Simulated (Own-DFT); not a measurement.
# Biaxial strain at fixed height in diamond-structure SiGeSn with randomly placed atoms, 64 atoms (Ge52Si8Sn4)

Everything here is calculated. The program is Own-DFT (plane waves, in-house, since retired, never reviewed by a person); positions were held fixed, and spin and spin-orbit coupling were off.

Settings: PBE; PseudoDojo norm-conserving scalar-relativistic files; cutoff 49 hartree; 3 x 3 x 3 k mesh centred on Gamma; Fermi-Dirac smearing of 0.1 eV.

Known weak points: forces on such cells moved up to 12 meV/angstrom on a denser k mesh; stress not checked against mesh or cutoff.

Unstrained cell vectors in Å: (11.363, 0.000, 0.000); (0.000, 11.363, 0.000); (0.000, 0.000, 11.363). The unstrained cell has measured lattice constants (interpolated for alloys), not those of this functional. That, the random moves and any unrelaxed bonds set the pressure at no strain. Each run strains x and y alike by e, as a substrate would, and holds the height along z. All atoms carry random offsets, Gaussian with a width of 0.05 Å per axis. The random placing of the alloy's atoms differs from row to row. Stress is positive in tension.

| e (%) | u (Å) | (s_xx + s_yy)/2 (GPa) | s_zz (GPa) |
|---|---|---|---|
| -2.75 | 0.049 | -10.29 | -8.25 |
| -2.50 | 0.045 | -9.38 | -7.68 |
| -1.75 | 0.052 | -8.31 | -6.94 |
| -1.25 | 0.054 | ? | ? |
| -0.50 | 0.052 | -5.67 | -5.27 |
| -0.25 | 0.048 | -5.05 | -4.79 |
| 0.50 | 0.050 | -3.71 | -4.01 |
| 1.25 | 0.051 | -2.34 | -3.17 |
| 1.75 | 0.053 | -1.69 | -2.74 |
| 2.25 | 0.049 | -0.77 | -2.19 |

## Working it out

With e as a fraction, the in-plane stress is -4.7 + 186 e - 540 e² GPa (errors 4 and 233, scatter 0.17), and s_zz is -4.6 + 118 e - 465 e² GPa (slope ± 2, scatter 0.11). At e = 0 the first slope is C11 + C12 and the second 2 C12, both with the ions held to the strained lattice and at the cell's own pressure. A free layer would change its height as e changes, and the in-plane slope would drop by 2 C12²/C11 to the biaxial modulus. At fixed height, a misfit of 1 % moves the in-plane stress by about 1.9 GPa and s_zz by 1.2 GPa.

## The run left out

Asked: what are the two stresses at e = -1.25 %?

Estimate: -7.1 and -6.1 GPa. The calculation gave -6.91 and -6.01 GPa.
